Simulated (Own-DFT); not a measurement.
# Strain and stress in wurtzite AlGaN with randomly placed atoms, 72 atoms (Al27Ga9N36)

All numbers below are calculated, not measured. They come from Own-DFT, an in-house plane-wave density functional program, since retired, whose code no person has reviewed. Each row is one single-point run on a periodic cell that was not relaxed, without spin or spin-orbit coupling.

Settings of every run: PBE; PseudoDojo norm-conserving scalar-relativistic files (stringent for Ga); cutoff 96 hartree; 4 x 4 x 3 k mesh centred on Gamma; Gaussian smearing of 0.01 eV.

Known limits: forces on such cells passed a denser k mesh, each cell not checked; stress not checked against mesh or cutoff.

Unstrained cell vectors in Å: (9.394, 0.000, 0.000); (-4.697, 8.135, 0.000); (0.000, 0.000, 10.066). The unstrained cell has measured lattice constants (interpolated for alloys), not those of this functional. That, the random moves and any unrelaxed bonds set the pressure at no strain. Each run strains this cell uniformly, with the atoms carried along. Every atom was also moved at random, by a Gaussian of width 0.05 Å on each axis. The random placing of the alloy's atoms differs from row to row. Strain is the symmetric tensor, in per cent. Stress is positive in tension, and the pressure is minus a third of its trace.

| run | e_xx (%) | e_yy (%) | e_zz (%) | s_xx (GPa) | s_yy (GPa) | s_zz (GPa) | P (GPa) | E (meV/atom) |
|---|---|---|---|---|---|---|---|---|
| 1 | -2.75 | -2.75 | 0.00 | -23.98 | -24.53 | -11.07 | 19.86 | 72.2 |
| 2 | -3.00 | -3.00 | 0.00 | -26.34 | -27.52 | -10.94 | 21.60 | 80.1 |
| 3 | 0.75 | 0.75 | 0.00 | -4.85 | -1.35 | -2.97 | 3.06 | 7.8 |
| 4 | -0.75 | -0.75 | 0.00 | -11.68 | -11.74 | -7.90 | 10.44 | 36.4 |
| 5 | -2.50 | -2.50 | 0.00 | -24.43 | -22.17 | -9.53 | 18.71 | 69.1 |
| 6 | 2.00 | 2.00 | 0.00 | 4.31 | 3.68 | -2.77 | -1.74 | 0.0 |
| 7 | 0.25 | 0.25 | 0.00 | -5.26 | -4.79 | -7.49 | 5.85 | 28.6 |
| 8 | -0.25 | -0.25 | 0.00 | -7.41 | -5.76 | -11.19 | 8.12 | 31.3 |
| 9 | -1.75 | -1.75 | 0.00 | ? | ? | ? | ? | ? |

E is the free energy for each atom above the lowest run shown.

## Worked fit

The change of volume is close to e_xx + e_yy + e_zz. A straight line through the runs shown gives P = 7.13 - 236 x (fractional change of volume) GPa, with an error of 4 on the slope and a scatter of 0.42 GPa. The strain isn't the same on all axes and the cell isn't cubic, so the slope belongs to this path and is not the bulk modulus.

## Withheld run

Question: what pressure should run 9 give? Its volume changes by -3.47 %.

The line gives 15.3 GPa. The calculation gave 14.39 GPa.
